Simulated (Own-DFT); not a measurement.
Simulation results for Hf₃₆O₇₁ (tetragonal hafnia with one neutral oxygen vacancy, atoms displaced)

Computed with Own-DFT development build. A calculation, not a measurement: plane-wave PBE and HSE06 DFT by an unreviewed code, no spin, of a simulated cell at Gamma alone, so results move with cell size and shape, stress positive in tension, energies less offsets, not probed for a lower state with spin; hafnium file: forces about 75 meV/angstrom off all-electron values; oxygen file: force components 24 meV/angstrom off all-electron in a glass; k mesh not checked against a denser one; forces and stress are PBE's, HSE06 gives the energy alone, and its difference from PBE has offsets of its own; offsets are fitted by least squares, one for each functional and potential file, so energies compare only between cells with the same atoms and settings and are not formation energies; the far tail of each file's local potential was reset to the Coulomb form; each entry is a single point on an unrelaxed cell, so the pressure reflects the starting lattice, taken from the Materials Project, from which strain is counted, and rises with the displacements; printed positions are rounded, which can move forces by about a meV/angstrom; the program is a retired in-house code; no spin-orbit coupling.

Common to all runs: first functional PBE; second functional HSE06; exact exchange share 0.25; screening 0.11 1/bohr; exchange divergence Gygi-Baldereschi; potential files PseudoDojo norm-conserving, scalar-relativistic, made for PBE, standard set; wave cutoff 48 hartree; occupations fixed; k mesh 1 x 1 x 1 centred on Gamma.

(1) Hf₃₆O₇₁ (tetragonal hafnia with one neutral oxygen vacancy, atoms displaced)

```
Hf36O71
1.0
     10.7800     0.0000     0.0000
      0.0000    10.7800     0.0000
      0.0000     0.0000    10.4493
Hf O Hf O Hf O Hf O Hf O Hf O Hf O Hf O Hf O Hf O Hf O Hf O Hf O Hf O Hf O Hf O Hf O Hf O
2 4 2 4 2 4 2 4 2 4 2 4 2 4 2 4 2 3 2 4 2 4 2 4 2 4 2 4 2 4 2 4 2 4 2 4
Direct
  0.99889 0.99915 0.00237
  0.16798 0.17173 0.24734
  0.99787 0.16532 0.14966
  0.16635 0.00090 0.34810
  0.99622 0.16769 0.40461
  0.16791 0.99549 0.09896
  0.99621 0.99952 0.50110
  0.16634 0.16951 0.75151
  0.99955 0.16638 0.64865
  0.16604 0.00006 0.84876
  0.00119 0.16848 0.90765
  0.16040 0.00069 0.59536
  0.00104 0.33357 0.00137
  0.16837 0.49490 0.24524
  0.00194 0.50191 0.15658
  0.16277 0.33066 0.34579
  0.99951 0.50062 0.40709
  0.16575 0.33429 0.09724
  0.99750 0.32998 0.49613
  0.16347 0.49925 0.74619
  0.99940 0.50244 0.65058
  0.17061 0.33539 0.84748
  0.00345 0.49674 0.90099
  0.16893 0.33274 0.59868
  0.99822 0.66904 0.99994
  0.16910 0.83514 0.25167
  0.99872 0.83557 0.15620
  0.16767 0.66919 0.34975
  0.99545 0.83045 0.40001
  0.16633 0.66513 0.09680
  0.00237 0.66023 0.49985
  0.16771 0.83374 0.74954
  0.99960 0.83257 0.65009
  0.16474 0.67007 0.84734
  0.00088 0.82845 0.90774
  0.16818 0.66837 0.58963
  0.32840 0.99842 0.99716
  0.50422 0.16594 0.24851
  0.33369 0.16544 0.15331
  0.49951 0.99838 0.34490
  0.33493 0.16240 0.40031
  0.49977 0.99942 0.10032
  0.33724 0.00085 0.49774
  0.50058 0.16412 0.74523
  0.33633 0.16483 0.65323
  0.49532 0.00740 0.84906
  0.33368 0.17202 0.89950
  0.49995 0.99846 0.59497
  0.33340 0.33822 0.99978
  0.50148 0.50380 0.25254
  0.33332 0.49787 0.14857
  0.32963 0.49896 0.40451
  0.49827 0.33096 0.09537
  0.33261 0.33462 0.49914
  0.50343 0.49993 0.74955
  0.33386 0.49869 0.65166
  0.49840 0.33674 0.84336
  0.32791 0.50257 0.89914
  0.50150 0.33524 0.59599
  0.33481 0.66545 0.00054
  0.49929 0.83657 0.24549
  0.33444 0.83585 0.15241
  0.49815 0.66387 0.34134
  0.33438 0.83517 0.39852
  0.50274 0.66782 0.09494
  0.33263 0.66730 0.50319
  0.49854 0.83393 0.74970
  0.33675 0.83378 0.65136
  0.49375 0.66765 0.84882
  0.33766 0.83360 0.90147
  0.50262 0.66563 0.60045
  0.66556 0.99814 0.00268
  0.83009 0.17042 0.25121
  0.66858 0.16702 0.15442
  0.83450 0.00309 0.35587
  0.66685 0.16955 0.40207
  0.83221 0.00341 0.09920
  0.66803 0.99749 0.50068
  0.83429 0.16441 0.74692
  0.66630 0.16688 0.65320
  0.82953 0.99573 0.84225
  0.66499 0.16468 0.90004
  0.83859 0.00359 0.60026
  0.67028 0.33316 0.99477
  0.83917 0.49566 0.24620
  0.66600 0.50378 0.15045
  0.83067 0.33011 0.34488
  0.67076 0.49640 0.39913
  0.82572 0.33438 0.09364
  0.66186 0.33102 0.50425
  0.83481 0.49799 0.74717
  0.66610 0.50122 0.65085
  0.82939 0.33405 0.85459
  0.66458 0.50236 0.89924
  0.83176 0.33429 0.59385
  0.66388 0.66852 0.00286
  0.83520 0.83336 0.24622
  0.66748 0.83581 0.15408
  0.83788 0.66075 0.34755
  0.66284 0.83862 0.40013
  0.83344 0.66811 0.10152
  0.66717 0.67200 0.50479
  0.83264 0.83368 0.74985
  0.66404 0.83093 0.64808
  0.83261 0.66474 0.85082
  0.66497 0.83113 0.90041
  0.83506 0.66553 0.59524
```

- PBE energy of cell above offsets: -100.770 eV
- HSE06 less PBE above offsets: -0.145 eV
- PBE pressure: 0.98 GPa
- PBE stress xx: -1.76 GPa
- PBE stress yy: 0.35 GPa
- PBE stress zz: -1.52 GPa
- PBE stress yz: -0.24 GPa
- PBE stress xz: 0.53 GPa
- PBE stress xy: -0.03 GPa

Force:
| element | x (eV/Å) | y (eV/Å) | z (eV/Å) |
| --- | --- | --- | --- |
| Hf | 0.391 | 0.06 | 0.409 |
| Hf | 0.053 | -1.717 | 0.137 |
| O | 0.307 | 0.314 | 0.437 |
| O | -0.105 | 0.347 | -0.448 |
| O | 0.229 | -0.109 | -0.471 |
| O | -0.701 | 0.198 | -0.431 |
| Hf | 0.915 | -0.653 | -1.179 |
| Hf | 0.623 | -0.198 | -0.418 |
| O | 0.024 | 0.515 | 0.907 |
| O | -0.001 | -0.056 | -0.022 |
| O | -0.096 | -0.425 | -0.875 |
| O | 1.508 | -0.095 | 0.379 |
| Hf | -0.667 | -0.043 | -0.248 |
| Hf | 0.518 | 1.454 | 0.886 |
| O | 0.112 | -0.551 | -0.797 |
| O | 0.126 | 0.535 | 0.342 |
| O | 0.195 | -1.419 | -0.889 |
| O | 0.017 | 0.003 | 0.356 |
| Hf | 0.264 | 0.08 | 0.478 |
| Hf | 0.999 | 0.192 | 0.771 |
| O | 0.088 | -0.07 | 0.135 |
| O | -0.6 | -0.207 | -0.138 |
| O | -0.163 | 0.434 | 0.208 |
| O | -0.881 | -0.018 | -0.166 |
| Hf | 0.216 | -0.999 | 0.215 |
| Hf | -0.328 | -0.02 | 0.544 |
| O | 0.429 | 0.087 | -0.811 |
| O | 0.109 | -0.851 | -0.723 |
| O | 0.102 | 0.321 | 0.476 |
| O | 0.023 | 0.101 | -0.037 |
| Hf | -0.715 | 1.684 | -0.891 |
| Hf | -0.294 | 0.17 | -0.442 |
| O | 0 | -0.075 | 0.937 |
| O | 0.049 | -0.34 | -0.638 |
| O | -0.268 | 1.532 | -0.638 |
| O | 0.093 | -0.076 | 1.439 |
| Hf | 0.864 | 0.922 | 0.123 |
| Hf | -0.877 | 0.701 | 0.2 |
| O | -0.188 | 0.061 | -0.091 |
| O | 0.142 | 0.584 | 0.357 |
| O | 0.202 | 1.279 | 0.24 |
| O | 0.029 | -0.085 | -0.58 |
| Hf | -1.381 | -0.223 | -0.141 |
| Hf | -0.374 | 0.863 | 1.239 |
| O | -0.804 | -0.07 | -0.396 |
| O | 0.259 | -1.496 | -0.295 |
| O | -0.486 | -0.657 | 0.566 |
| O | 0.561 | 0.163 | 0.384 |
| Hf | 0.655 | -0.455 | -0.594 |
| Hf | 0.76 | -1.586 | -0.388 |
| O | 0.232 | 0.251 | 0.324 |
| O | 0.259 | -0.018 | -0.382 |
| O | 0.593 | -0.049 | 0.202 |
| Hf | 0.472 | -0.393 | 0.047 |
| Hf | -0.487 | 0.389 | 0.229 |
| O | -0.138 | 0.216 | -0.038 |
| O | 0.113 | -0.614 | 0.014 |
| O | 0.144 | -0.012 | 0.442 |
| O | -0.949 | -0.142 | -0.313 |
| Hf | -0.266 | 0.02 | -0.449 |
| Hf | -0.069 | -0.245 | 0.632 |
| O | -0.247 | -0.281 | -0.478 |
| O | 0.03 | 1.055 | 0.812 |
| O | 0.081 | -0.379 | 0.54 |
| O | -0.986 | 0.155 | 0.387 |
| Hf | 0.43 | 0.08 | -1.013 |
| Hf | -0.008 | -0.016 | 0.752 |
| O | -0.749 | -0.096 | -0.007 |
| O | 0.272 | -0.038 | -0.261 |
| O | -0.354 | 0.072 | -0.018 |
| O | -0.47 | 0.187 | -0.34 |
| Hf | -0.35 | 0.341 | -0.394 |
| Hf | 0.621 | -1.221 | 0.232 |
| O | -0.42 | -0.201 | -0.484 |
| O | -0.419 | -0.26 | -0.983 |
| O | -0.712 | -0.599 | 0.113 |
| O | 0.044 | -0.455 | -0.375 |
| Hf | 0.429 | 0.59 | -0.575 |
| Hf | -0.247 | 0.322 | 0.407 |
| O | 0.496 | -0.116 | -0.364 |
| O | 0.456 | 0.756 | 0.762 |
| O | 0.291 | -0.11 | 0.427 |
| O | -1.749 | -0.243 | 0.468 |
| Hf | -1.611 | 0.304 | -0.229 |
| Hf | -2.152 | 0.952 | 1.052 |
| O | 0.105 | -0.086 | 0.133 |
| O | 0.826 | 0.793 | 0.124 |
| O | -0.935 | 0.256 | 0.687 |
| O | 2.009 | 0.164 | 0.888 |
| Hf | 0.65 | 1.023 | -1.35 |
| Hf | -0.66 | 0.383 | 0.567 |
| O | 0.55 | -0.036 | 0.08 |
| O | 0.307 | -0.27 | -1.351 |
| O | -0.094 | 0.042 | 0.199 |
| O | 0.456 | -0.054 | 0.761 |
| Hf | 0.945 | -0.935 | -0.443 |
| Hf | 0.278 | -0.486 | 1.747 |
| O | 0.008 | -0.02 | -0.642 |
| O | -0.479 | 0.795 | -0.433 |
| O | 0.268 | -1.109 | 0.3 |
| O | 0.032 | 0.142 | -0.452 |
| Hf | 0.493 | -1.04 | -1.321 |
| Hf | 0.288 | -1.17 | -0.336 |
| O | 0.782 | 0.354 | 0.274 |
| O | 0.294 | 0.146 | -0.627 |
| O | -0.116 | 0.68 | 0.068 |
| O | -0.528 | 0.12 | 0.564 |

(2) Hf₃₆O₇₁ (tetragonal hafnia with one neutral oxygen vacancy, atoms displaced)

```
Hf36O71
1.0
     10.7800     0.0000     0.0000
      0.0000    10.7800     0.0000
      0.0000     0.0000    10.4493
Hf O Hf O Hf O Hf O Hf O Hf O Hf O Hf O Hf O Hf O Hf O Hf O Hf O Hf O Hf O Hf O Hf O Hf O
2 4 2 4 2 4 2 3 2 4 2 4 2 4 2 4 2 4 2 4 2 4 2 4 2 4 2 4 2 4 2 4 2 4 2 4
Direct
  0.00235 0.00635 0.99694
  0.17338 0.17180 0.24929
  0.99942 0.16638 0.14361
  0.15299 0.00531 0.35294
  0.00219 0.16633 0.40306
  0.16000 0.00635 0.09737
  0.99506 0.00276 0.50941
  0.17166 0.17437 0.75061
  0.00361 0.16710 0.65847
  0.17299 0.99565 0.84916
  0.00242 0.17270 0.90026
  0.16689 0.99174 0.60324
  0.00481 0.33959 0.00378
  0.17045 0.50645 0.25410
  0.00043 0.50350 0.16233
  0.17111 0.33134 0.34810
  0.99499 0.50584 0.40051
  0.17300 0.33362 0.09454
  0.99308 0.32848 0.50607
  0.16499 0.51007 0.73797
  0.16135 0.33659 0.85422
  0.00201 0.50241 0.90695
  0.16262 0.33763 0.59782
  0.99940 0.66527 0.99855
  0.16842 0.83152 0.24904
  0.99334 0.83147 0.14834
  0.17455 0.66503 0.34558
  0.00259 0.83742 0.40044
  0.16545 0.67136 0.09800
  0.00214 0.66606 0.50030
  0.16314 0.82957 0.74537
  0.01634 0.83176 0.65756
  0.16055 0.67263 0.84300
  0.99421 0.82701 0.89677
  0.16229 0.66601 0.59733
  0.33542 0.00009 0.99880
  0.50343 0.16438 0.24854
  0.33257 0.16900 0.14701
  0.50236 0.99926 0.34810
  0.32670 0.16942 0.40419
  0.49746 0.00364 0.09452
  0.33186 0.00230 0.50102
  0.50164 0.16875 0.75258
  0.33768 0.16513 0.64701
  0.50391 0.00442 0.85015
  0.32611 0.17378 0.89915
  0.50282 0.00195 0.59039
  0.33919 0.32878 0.00879
  0.49935 0.49353 0.25639
  0.32650 0.49845 0.14725
  0.50101 0.33696 0.34890
  0.33293 0.49486 0.40519
  0.50537 0.34067 0.09733
  0.33666 0.34740 0.49955
  0.49407 0.50129 0.74481
  0.33441 0.49346 0.65686
  0.50378 0.33476 0.84836
  0.32819 0.50274 0.90142
  0.49242 0.32821 0.59374
  0.33177 0.67221 0.00324
  0.49579 0.83278 0.24638
  0.33417 0.83357 0.15125
  0.50011 0.66262 0.35611
  0.33064 0.83321 0.39219
  0.49698 0.66259 0.09832
  0.34072 0.66395 0.50396
  0.50326 0.83152 0.75812
  0.32881 0.84220 0.64755
  0.48506 0.67601 0.84551
  0.33695 0.83436 0.89954
  0.51135 0.66989 0.60356
  0.66545 0.00186 0.99973
  0.83059 0.17214 0.25302
  0.66756 0.16932 0.15776
  0.83844 0.99365 0.34946
  0.66181 0.16818 0.38639
  0.84084 0.00536 0.09647
  0.67154 0.99348 0.49852
  0.83246 0.16311 0.75263
  0.67287 0.17459 0.65558
  0.83346 0.99612 0.85396
  0.67231 0.16980 0.89378
  0.83159 0.00071 0.60328
  0.66571 0.33764 0.00361
  0.83981 0.50929 0.24414
  0.66558 0.50782 0.15410
  0.83583 0.33134 0.33745
  0.66881 0.50025 0.40187
  0.82867 0.34023 0.10379
  0.66692 0.33331 0.50013
  0.83908 0.50309 0.74330
  0.66240 0.51055 0.65336
  0.83622 0.32924 0.84233
  0.66792 0.50315 0.89891
  0.83237 0.34104 0.59636
  0.66483 0.67479 0.00402
  0.82499 0.83918 0.25645
  0.66787 0.83482 0.14142
  0.83469 0.65705 0.34066
  0.66687 0.82793 0.39886
  0.83961 0.66929 0.10049
  0.67281 0.67205 0.50563
  0.83371 0.83462 0.75318
  0.66084 0.83503 0.64880
  0.84085 0.66981 0.85342
  0.66784 0.83471 0.90340
  0.84016 0.66674 0.60292
```

- PBE energy of cell above offsets: -95.602 eV
- HSE06 less PBE above offsets: 0.171 eV
- PBE pressure: 1.71 GPa
- PBE stress xx: -2.66 GPa
- PBE stress yy: -0.71 GPa
- PBE stress zz: -1.77 GPa
- PBE stress yz: -0.09 GPa
- PBE stress xz: -0.41 GPa
- PBE stress xy: 0.02 GPa

Force:
| element | x (eV/Å) | y (eV/Å) | z (eV/Å) |
| --- | --- | --- | --- |
| Hf | -0.028 | -0.521 | 0.033 |
| Hf | -1.834 | -1.058 | 0.356 |
| O | 0.06 | 0.957 | 1.301 |
| O | 1.353 | -0.656 | -0.977 |
| O | -1.078 | 0.305 | 0.812 |
| O | 2.301 | -0.698 | 0.292 |
| Hf | 3.079 | -0.193 | -1.651 |
| Hf | 0.129 | -0.58 | 1 |
| O | -0.923 | -0.034 | -1.17 |
| O | -0.333 | 0.848 | -0.095 |
| O | -0.127 | -0.684 | 0.14 |
| O | -0.391 | 1.287 | -1.041 |
| Hf | -0.139 | -1.631 | -0.438 |
| Hf | -0.875 | -1.898 | -0.865 |
| O | 2.119 | -0.404 | -1.629 |
| O | -0.345 | 1.563 | -0.226 |
| O | 0.681 | -1.179 | 1.535 |
| O | -0.995 | -0.102 | 0.836 |
| Hf | 1.581 | 0.473 | -1.709 |
| Hf | -1.22 | -1.362 | 2.777 |
| O | 0.096 | 0.579 | -1.522 |
| O | -0.394 | -0.33 | -1.041 |
| O | 0.277 | 0.565 | 0.168 |
| Hf | -0.215 | 1.8 | 0.238 |
| Hf | -2.205 | 1.5 | 0.194 |
| O | 0.871 | 0.174 | 1.148 |
| O | -0.012 | 0.642 | 0.962 |
| O | -0.42 | -1.227 | 1.015 |
| O | 0.369 | 0.034 | 0.225 |
| Hf | -0.426 | 0.503 | -1.153 |
| Hf | 3.164 | 2.3 | 2.298 |
| O | -6.051 | 0.268 | -2.441 |
| O | 0.565 | -1.752 | 0.409 |
| O | 0.186 | 1.547 | 0.387 |
| O | 1.902 | -1.314 | -0.285 |
| Hf | -2.475 | 0.29 | -1.17 |
| Hf | -0.421 | -0.045 | 0.888 |
| O | 1.405 | -0.043 | 0.22 |
| O | 0.012 | -0.405 | -0.954 |
| O | 0.759 | 0.008 | -0.531 |
| O | 0.771 | -0.03 | 0.815 |
| Hf | -0.82 | 0.076 | 0.265 |
| Hf | -0.148 | 0.264 | -0.841 |
| O | -0.547 | -0.176 | 0.983 |
| O | -0.119 | -0.25 | 0.049 |
| O | 0.899 | -1.135 | 0.141 |
| O | 0.699 | 0.22 | 0.268 |
| Hf | -1.342 | 1.8 | -1.843 |
| Hf | 1.033 | 1.87 | -1.732 |
| O | 1.389 | 0.21 | 1.28 |
| O | -0.299 | -1.392 | 0.188 |
| O | 0.124 | 3.334 | -1.155 |
| O | -0.587 | -0.467 | 1.118 |
| Hf | -2.113 | -5.015 | 0.596 |
| Hf | 1.974 | 0.086 | 2.736 |
| O | -0.6 | 0.927 | -1.973 |
| O | -0.278 | -0.004 | -0.337 |
| O | 0.561 | 0.057 | 0.216 |
| O | 2.434 | 0.674 | 0.748 |
| Hf | -0.138 | -1.359 | -1.204 |
| Hf | 0.112 | -0.519 | 0.902 |
| O | 0.034 | 0.383 | -0.616 |
| O | -0.613 | 0.561 | -0.451 |
| O | 0.438 | -0.312 | 0.911 |
| O | 0.171 | 0.878 | 0.215 |
| Hf | 0.168 | 2.264 | -0.823 |
| Hf | -1.696 | 1.532 | -1.465 |
| O | 1.872 | -1.488 | -0.08 |
| O | 0.917 | -2.252 | 0.524 |
| O | 0.217 | 0.548 | 0.923 |
| O | -2.532 | -0.145 | -0.315 |
| Hf | 1.611 | 0.766 | -0.054 |
| Hf | 1.85 | -1.038 | -1.418 |
| O | -0.694 | -0.411 | -1.777 |
| O | -1.008 | 1.985 | 1.171 |
| O | 0.55 | -0.328 | 2.418 |
| O | -2.323 | -0.209 | 0.267 |
| Hf | -1.724 | 1.003 | -0.138 |
| Hf | 0.768 | 0.585 | 1.449 |
| O | -1.059 | -0.052 | -1.35 |
| O | -0.243 | 0.462 | -0.834 |
| O | -0.424 | -0.509 | 1.624 |
| O | -0.244 | -0.438 | 0.201 |
| Hf | 1.602 | 0.81 | -1.442 |
| Hf | -1.89 | -2.438 | -0.169 |
| O | -0.487 | -0.013 | -0.003 |
| O | 0.008 | 1.152 | 2.029 |
| O | -0.326 | -0.258 | 1.001 |
| O | 0.473 | -0.303 | -1.289 |
| Hf | -0.532 | 0.214 | -0.759 |
| Hf | -0.617 | -0.451 | 1.701 |
| O | 0.933 | -0.839 | -0.212 |
| O | 0.068 | 1.528 | -0.153 |
| O | -0.229 | 0.497 | 0.775 |
| O | -0.23 | 0.455 | 0.067 |
| Hf | 1.242 | -2.407 | 0.362 |
| Hf | 2.58 | -1.943 | -2.257 |
| O | -0.9 | 0.252 | 1.089 |
| O | -0.506 | 4.118 | 2.271 |
| O | 0.35 | 0.872 | -0.211 |
| O | -1.823 | -0.602 | -0.528 |
| Hf | -0.238 | -2.211 | -0.675 |
| Hf | 1.446 | -0.664 | 0.94 |
| O | 1.777 | 0.071 | 0.041 |
| O | -1.053 | -0.609 | -1.235 |
| O | -0.394 | 0.124 | -1.067 |
| O | -0.304 | 0.163 | -0.22 |
